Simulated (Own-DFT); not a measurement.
# Computed records: Hf36O71 (tetragonal hafnia with one neutral oxygen vacancy, atoms displaced)

Computed with Own-DFT development build. A calculation, not a measurement: plane-wave PBE and HSE06 DFT by an unreviewed code, no spin, of a simulated cell at Gamma alone, so results move with cell size and shape, stress positive in tension, energies less offsets, not probed for a lower state with spin; hafnium file: forces about 75 meV/angstrom off all-electron values; oxygen file: force components 24 meV/angstrom off all-electron in a glass; k mesh not checked against a denser one; forces and stress are PBE's, HSE06 gives the energy alone, and its difference from PBE has offsets of its own; offsets are fitted by least squares, one for each functional and potential file, so energies compare only between cells with the same atoms and settings and are not formation energies; the far tail of each file's local potential was reset to the Coulomb form; each entry is a single point on an unrelaxed cell, so the pressure reflects the starting lattice, taken from the Materials Project, from which strain is counted, and rises with the displacements; printed positions are rounded, which can move forces by about a meV/angstrom; the program is a retired in-house code; no spin-orbit coupling.

Settings shared by all entries: first functional PBE; second functional HSE06; exact exchange share 0.25; screening 0.11 1/bohr; exchange divergence Gygi-Baldereschi; potential files PseudoDojo norm-conserving, scalar-relativistic, made for PBE, standard set; wave cutoff 48 hartree; occupations fixed; k mesh 1 x 1 x 1 centred on Gamma.

(1) Hf36O71 (tetragonal hafnia with one neutral oxygen vacancy, atoms displaced)

```
cell vectors (Å)
  10.7800     0.0000     0.0000
   0.0000    10.7800     0.0000
   0.0000     0.0000    10.4493
atoms (fractions of the cell vectors)
Hf  0.99709  0.00680  0.99976
Hf  0.16517  0.16020  0.25271
O   0.00537  0.17135  0.15173
O   0.16793  0.99449  0.34797
O   0.00321  0.16850  0.40284
O   0.16417  0.00099  0.09675
Hf  0.00467  0.99898  0.50350
Hf  0.16781  0.16573  0.75053
O   0.99670  0.16924  0.65086
O   0.16607  0.00248  0.85165
O   0.00084  0.17138  0.90409
O   0.16348  0.99980  0.59946
Hf  0.00158  0.33192  0.99798
Hf  0.16485  0.50573  0.24717
O   0.99730  0.49618  0.15215
O   0.16624  0.33277  0.35519
O   0.00037  0.49745  0.39910
O   0.17124  0.33229  0.10047
Hf  0.00177  0.33410  0.50268
Hf  0.17000  0.50545  0.75480
O   0.00015  0.50109  0.65225
O   0.16305  0.33199  0.84633
O   0.00161  0.50346  0.89906
O   0.16351  0.33145  0.59664
Hf  0.99831  0.66811  0.00037
Hf  0.17006  0.83432  0.25361
O   0.00122  0.83428  0.15021
O   0.16738  0.66532  0.34552
O   0.00120  0.83015  0.40419
O   0.16327  0.67105  0.09635
Hf  0.99866  0.66924  0.49783
Hf  0.16252  0.83693  0.75468
O   0.99659  0.82961  0.65048
O   0.16566  0.66846  0.84985
O   0.00369  0.83426  0.89936
O   0.16377  0.66539  0.59963
Hf  0.33231  0.00183  0.00113
Hf  0.50393  0.16917  0.24969
O   0.33135  0.16629  0.15183
O   0.49748  0.00269  0.34651
O   0.33353  0.16645  0.40349
O   0.50314  0.99537  0.10156
Hf  0.33534  0.00183  0.50110
Hf  0.49890  0.16589  0.75215
O   0.33658  0.16913  0.65461
O   0.49737  0.99616  0.84668
O   0.33309  0.16778  0.90115
O   0.50420  0.00481  0.60260
Hf  0.33365  0.33243  0.99713
Hf  0.49908  0.49732  0.24981
O   0.33337  0.49800  0.14864
O   0.50255  0.33302  0.34862
O   0.34039  0.49942  0.39757
O   0.50017  0.33138  0.09366
Hf  0.32936  0.32948  0.50361
Hf  0.50378  0.50222  0.74931
O   0.33713  0.50031  0.65031
O   0.50148  0.33084  0.84520
O   0.33286  0.49833  0.90104
O   0.50227  0.33044  0.60523
Hf  0.33392  0.67134  0.00200
Hf  0.49695  0.83254  0.25392
O   0.33121  0.83449  0.15411
O   0.49734  0.66576  0.34925
O   0.33395  0.83330  0.39829
O   0.50263  0.67128  0.09653
Hf  0.33328  0.67021  0.50011
Hf  0.50235  0.83004  0.75328
O   0.32698  0.83322  0.65288
O   0.50002  0.66725  0.84896
O   0.33112  0.83330  0.90432
O   0.49333  0.66665  0.59825
Hf  0.67162  0.00173  0.00200
Hf  0.83419  0.16724  0.25031
O   0.66493  0.16647  0.15098
O   0.83624  0.99887  0.34779
O   0.66658  0.16715  0.39751
O   0.83732  0.00316  0.09494
Hf  0.66740  0.99666  0.49989
Hf  0.83235  0.16505  0.75257
O   0.66693  0.16650  0.65301
O   0.82965  0.99431  0.84558
O   0.66963  0.16964  0.90521
O   0.83230  0.99782  0.60425
Hf  0.66682  0.33103  0.99982
Hf  0.83278  0.50146  0.25054
O   0.66360  0.50410  0.14859
O   0.82989  0.33369  0.34247
O   0.66102  0.50239  0.40394
O   0.83085  0.33027  0.09379
Hf  0.66759  0.32914  0.50215
Hf  0.83159  0.49757  0.75185
O   0.66782  0.50024  0.65387
O   0.83302  0.33866  0.85462
O   0.66282  0.49774  0.90697
O   0.83045  0.33075  0.59472
Hf  0.66931  0.66744  0.00367
Hf  0.83359  0.83304  0.25305
O   0.66306  0.83468  0.15182
O   0.83036  0.66699  0.34946
O   0.83185  0.66227  0.09373
Hf  0.67064  0.66881  0.50000
Hf  0.83581  0.83942  0.74931
O   0.66671  0.83239  0.65207
O   0.83539  0.66685  0.84847
O   0.66246  0.82793  0.90348
O   0.83463  0.66498  0.59865
```

It finds PBE energy of cell above offsets -100.794 eV; HSE06 less PBE above offsets -0.134 eV; PBE pressure 0.49 GPa; PBE stress xx 0.14 GPa; PBE stress yy -0.72 GPa; PBE stress zz -0.89 GPa; PBE stress yz -0.13 GPa; PBE stress xz -0.01 GPa; PBE stress xy -0.02 GPa.

Force:
```csv
element,x (eV/Å),y (eV/Å),z (eV/Å)
Hf,1.514,-1.239,0.11
Hf,0.731,1.856,-0.187
O,-1.102,-0.382,0.031
O,-0.195,0.878,0.838
O,-0.268,-1.03,0.007
O,0.047,0.079,0.207
Hf,-1.357,0.27,-0.469
Hf,-0.12,0.803,-0.105
O,0.311,-0.486,0.634
O,-0.023,0.197,-0.381
O,-0.543,-1.264,-0.777
O,0.79,0.34,0.149
Hf,0.278,1.686,0.841
Hf,0.56,-1.898,0.169
O,0.188,0.288,-0.142
O,0.206,0.077,-0.898
O,-0.353,0.786,0.188
O,-0.739,0.186,-0.585
Hf,0.024,0.534,-0.482
Hf,-0.348,-0.264,-0.766
O,-0.131,-0.502,0.162
O,0.168,0.028,-0.024
O,0.238,-0.521,0.674
O,0.737,-0.271,0.739
Hf,-0.012,-0.071,-0.714
Hf,-0.749,-0.967,-1.151
O,-0.568,-0.005,0.676
O,-0.022,0.573,0.385
O,-0.052,1.005,-0.415
O,0.592,-0.536,0.344
Hf,0.263,-1.577,1.125
Hf,0.259,-0.935,-0.25
O,0.773,0.58,-0.029
O,0.289,0.3,-0.072
O,-0.331,0.707,0.267
O,0.268,0.034,-0.41
Hf,0.684,0.007,0.406
Hf,-0.836,0.044,-0.249
O,0.5,-0.479,0.318
O,0.37,-0.608,0.778
O,-0.193,-0.498,0.27
O,-0.436,0.45,-0.857
Hf,0.685,-0.43,0.199
Hf,0.579,0.262,-0.165
O,-1.164,-0.394,-0.42
O,0.151,0.592,0.475
O,-0.053,-0.592,-0.154
O,-0.636,-0.42,-1.084
Hf,-0.106,0.581,0.676
Hf,-0.301,0.296,0.286
O,-0.027,0.549,0.219
O,-0.013,-0.399,-0.158
O,-0.546,-0.022,0.771
O,-0.189,-0.111,0.588
Hf,0.602,1.496,-0.534
Hf,-0.538,-0.66,0.197
O,-0.805,-0.254,0.286
O,-0.127,0.346,0.357
O,-0.204,0.597,0.005
O,-0.177,-0.021,-1.092
Hf,0.206,-1.017,-0.032
Hf,0.267,-0.055,-0.71
O,0.096,-0.074,-0.286
O,0.525,0.722,-0.246
O,-0.076,0.584,0.564
O,-0.97,0.067,0.29
Hf,-0.198,-1.325,0.082
Hf,-0.5,0.018,-0.319
O,0.756,0.414,0.042
O,-0.327,-0.23,-0.095
O,-0.101,0.416,-0.039
O,1.513,0.351,0.06
Hf,-1.605,-0.788,-0.023
Hf,-0.091,0.653,-0.21
O,0.813,-0.355,0.027
O,-0.418,-0.076,0.105
O,0.258,-0.796,0.524
O,-0.672,0.15,0.549
Hf,-0.131,0.175,0.094
Hf,-0.46,0.971,-0.523
O,0.548,-0.019,0.27
O,0.189,1.851,1.191
O,0.213,-1.428,-0.647
O,0.356,0.167,-0.847
Hf,-0.21,1.148,0.114
Hf,-0.505,-0.58,-0.463
O,0.612,-0.332,0.935
O,0.019,-0.106,0.242
O,0.521,-0.335,0.213
O,0.645,-0.192,0.603
Hf,-1.05,0.724,-0.33
Hf,0.848,1.045,-0.016
O,-0.039,0.198,-0.113
O,0.208,-1.234,-0.986
O,0.071,0.565,-0.656
O,0.531,0.074,0.532
Hf,-0.819,-0.824,-0.672
Hf,-0.056,-0.047,-0.716
O,1.552,0.058,1.164
O,-0.291,0.439,-0.084
O,0.776,0.387,1.184
Hf,-0.707,-0.208,0.192
Hf,-0.522,-2.512,-0.296
O,-0.049,-0.039,-0.478
O,-0.182,0.203,-0.306
O,0.274,1.471,-0.107
O,-0.36,0.126,-0.575
```

(2) Hf36O71 (tetragonal hafnia with one neutral oxygen vacancy, atoms displaced)

```
cell vectors (Å)
  10.7800     0.0000     0.0000
   0.0000    10.7800     0.0000
   0.0000     0.0000    10.4493
atoms (fractions of the cell vectors)
Hf  0.00023  0.00021  0.00364
Hf  0.16439  0.16349  0.25280
O   0.99682  0.16984  0.15674
O   0.16860  0.99539  0.34311
O   0.00289  0.16275  0.39910
O   0.16621  0.00244  0.09902
Hf  0.00288  0.00199  0.50273
Hf  0.17098  0.16482  0.74902
O   0.00011  0.16540  0.64880
O   0.16481  0.99510  0.85124
O   0.99862  0.16662  0.90306
O   0.16702  0.00021  0.60167
Hf  0.00279  0.33107  0.99692
Hf  0.16949  0.49929  0.25022
O   0.99701  0.49813  0.14989
O   0.16657  0.33352  0.35005
O   0.00185  0.50271  0.40446
O   0.17080  0.32869  0.09900
Hf  0.99878  0.33535  0.49860
Hf  0.16532  0.50276  0.75321
O   0.99765  0.50109  0.64525
O   0.16502  0.32972  0.85128
O   0.00079  0.50058  0.90419
O   0.17020  0.33040  0.60056
Hf  0.00033  0.67079  0.99973
Hf  0.16245  0.83236  0.24874
O   0.99109  0.83464  0.15213
O   0.16247  0.66962  0.34465
O   0.99488  0.83195  0.40193
O   0.16458  0.66686  0.10083
Hf  0.99908  0.66741  0.50363
Hf  0.16648  0.83082  0.74991
O   0.00071  0.83693  0.65061
O   0.16395  0.66250  0.85350
O   0.00028  0.83352  0.90018
O   0.16455  0.66241  0.59589
Hf  0.33445  0.99312  0.00186
Hf  0.49610  0.16994  0.24653
O   0.33555  0.16399  0.15238
O   0.50212  0.99766  0.34499
O   0.33388  0.16208  0.40270
O   0.50110  0.99787  0.09778
Hf  0.33283  0.99942  0.49832
Hf  0.49984  0.16654  0.74932
O   0.33339  0.16712  0.65669
O   0.49977  0.00141  0.84407
O   0.33658  0.16711  0.90363
O   0.50046  0.00015  0.59704
Hf  0.33651  0.33545  0.99732
Hf  0.49739  0.49881  0.25211
O   0.33079  0.50048  0.15179
O   0.49930  0.33543  0.34724
O   0.33641  0.50037  0.40051
O   0.49321  0.33494  0.09706
Hf  0.33229  0.33633  0.50497
Hf  0.50277  0.50068  0.74946
O   0.33481  0.49592  0.65192
O   0.50308  0.33474  0.84595
O   0.32904  0.50074  0.90431
O   0.50567  0.33109  0.59375
Hf  0.33799  0.66178  0.00167
Hf  0.50461  0.83835  0.25153
O   0.33436  0.83756  0.15179
O   0.50009  0.67011  0.34787
O   0.33896  0.83296  0.40131
O   0.50135  0.66622  0.09783
Hf  0.33361  0.66809  0.50080
Hf  0.50124  0.83654  0.74769
O   0.33574  0.83660  0.64795
O   0.49918  0.66880  0.84601
O   0.33279  0.83327  0.90146
O   0.49714  0.66826  0.59424
Hf  0.66371  0.00227  0.99640
Hf  0.83663  0.16315  0.25319
O   0.66122  0.17191  0.15695
O   0.83843  0.00090  0.34681
O   0.83068  0.99913  0.09828
Hf  0.66435  0.00300  0.50402
Hf  0.83257  0.16549  0.74898
O   0.66653  0.16515  0.65047
O   0.83156  0.99585  0.84351
O   0.66645  0.16493  0.90708
O   0.83090  0.99633  0.59486
Hf  0.66948  0.33684  0.00086
Hf  0.83069  0.50063  0.24552
O   0.67006  0.50122  0.15226
O   0.83137  0.33529  0.34786
O   0.66894  0.49934  0.40286
O   0.83474  0.32977  0.09748
Hf  0.66520  0.33093  0.50363
Hf  0.83631  0.49863  0.75153
O   0.66339  0.50011  0.65446
O   0.82923  0.33194  0.84671
O   0.66453  0.50357  0.89922
O   0.84024  0.33416  0.59553
Hf  0.67186  0.66543  0.00139
Hf  0.83330  0.82928  0.25542
O   0.66184  0.83543  0.14860
O   0.83252  0.67214  0.34986
O   0.67004  0.83709  0.40153
O   0.83372  0.67162  0.09606
Hf  0.66629  0.66644  0.49934
Hf  0.83240  0.83329  0.74865
O   0.67426  0.83372  0.65821
O   0.83498  0.66378  0.84983
O   0.66367  0.83599  0.90180
O   0.83640  0.67117  0.59408
```

The calculation gives: PBE energy of cell above offsets -100.983 eV; HSE06 less PBE above offsets -0.163 eV; PBE pressure 0.95 GPa; PBE stress xx -1.02 GPa; PBE stress yy -0.31 GPa; PBE stress zz -1.53 GPa; PBE stress yz 0.15 GPa; PBE stress xz 0.18 GPa; PBE stress xy -0.01 GPa.

Force:
```csv
element,x (eV/Å),y (eV/Å),z (eV/Å)
Hf,-0.455,-0.213,-0.307
Hf,0.604,0.631,-0.574
O,0.992,-0.291,-0.682
O,-0.121,0.28,1.026
O,0.176,0.75,0.332
O,-0.372,-0.09,-0.077
Hf,-1.01,-0.621,-0.269
Hf,-0.882,-0.188,0.718
O,-0.009,-0.166,0.5
O,0.164,0.597,-0.507
O,-0.254,-0.475,-0.123
O,0.469,0.108,-0.404
Hf,0.404,0.326,1.064
Hf,-1.339,0.156,-0.02
O,0.521,0.02,0.435
O,0.221,-0.056,-0.028
O,-0.095,-0.308,-0.328
O,-0.51,0.258,-0.144
Hf,0.787,-0.074,-0.525
Hf,-0.117,-0.915,-0.324
O,0.564,-0.159,1.288
O,-0.094,0.646,-0.654
O,-0.175,-0.383,-0.704
O,-0.773,0.086,-0.049
Hf,0.205,-0.36,0.231
Hf,0.348,-0.43,-0.599
O,1.668,0.032,-0.308
O,0.504,-0.49,0.395
O,0.505,0.572,0.183
O,0.374,0.216,-0.43
Hf,0.051,0.012,-1.179
Hf,0.038,0.483,0.323
O,0.415,-0.263,0.28
O,0.103,0.817,-0.793
O,0.126,0.067,0.314
O,0.872,0.214,0.848
Hf,-0.163,0.797,0.312
Hf,0.191,-0.604,0.692
O,-0.893,-0.068,0.134
O,0.308,1.541,0.67
O,-0.221,0.971,0.362
O,-0.192,0.283,-0.43
Hf,0.185,-0.593,-0.156
Hf,-0.166,0.181,0.485
O,0.596,0.037,-0.615
O,-0.004,-0.074,0.182
O,-0.075,-0.3,-0.167
O,-0.222,-0.02,0.178
Hf,-1.149,-1.102,0.199
Hf,0.272,0.885,-0.04
O,0.566,0.283,-0.018
O,0.381,-0.471,0.138
O,-0.24,0.117,0.177
O,1.555,0.429,0.16
Hf,0.154,-0.481,-0.809
Hf,-0.23,0.496,0.366
O,-0.194,0.03,0.208
O,-0.124,-0.05,-0.068
O,0.213,-0.164,-0.614
O,-1.446,-0.041,0.68
Hf,-0.311,1.207,0.378
Hf,-0.554,-0.734,-0.613
O,-0.388,-0.144,0.08
O,0.273,-0.826,-0.067
O,-0.562,0.03,0.384
O,0.011,-0.57,-0.264
Hf,0.019,0.392,-0.768
Hf,0.228,-0.551,0.417
O,-0.728,-0.372,0.51
O,-0.332,-0.345,-0.19
O,0.053,-0.765,-0.215
O,0.685,0.002,0.427
Hf,0.549,-1.175,1.173
Hf,-1.16,0.436,-0.264
O,0.849,0.053,0.362
O,-0.524,-0.018,0.239
O,0.009,0.661,-0.513
Hf,0.535,0.332,-1.299
Hf,0.63,-0.539,-0.012
O,0.311,0.184,0.123
O,0.103,1.113,0.184
O,0.034,1.122,-0.713
O,0.588,0.428,0.148
Hf,-0.231,-0.575,0.266
Hf,1.083,-0.195,1.157
O,-0.973,-0.231,-0.53
O,0.092,-0.501,-0.082
O,-0.246,0.276,0.223
O,-0.364,0.396,-0.514
Hf,1.332,-0.231,-1.402
Hf,-0.315,0.235,-0.324
O,1.197,0.216,-0.287
O,-0.029,0.248,-0.005
O,0.139,-0.611,0.491
O,-1.617,-0.121,0.616
Hf,-0.99,1.253,-0.303
Hf,-1.021,1.482,-0.604
O,1.166,-0.441,0.457
O,-0.243,-1.979,-0.14
O,-0.293,-0.41,0.607
O,0.003,-0.379,0.488
Hf,0.176,0.221,-0.534
Hf,1.032,-0.286,0.5
O,-2.214,-0.305,-0.95
O,-0.091,0.249,-0.327
O,0.124,-0.708,0.018
O,-1.044,-0.388,0.731
```
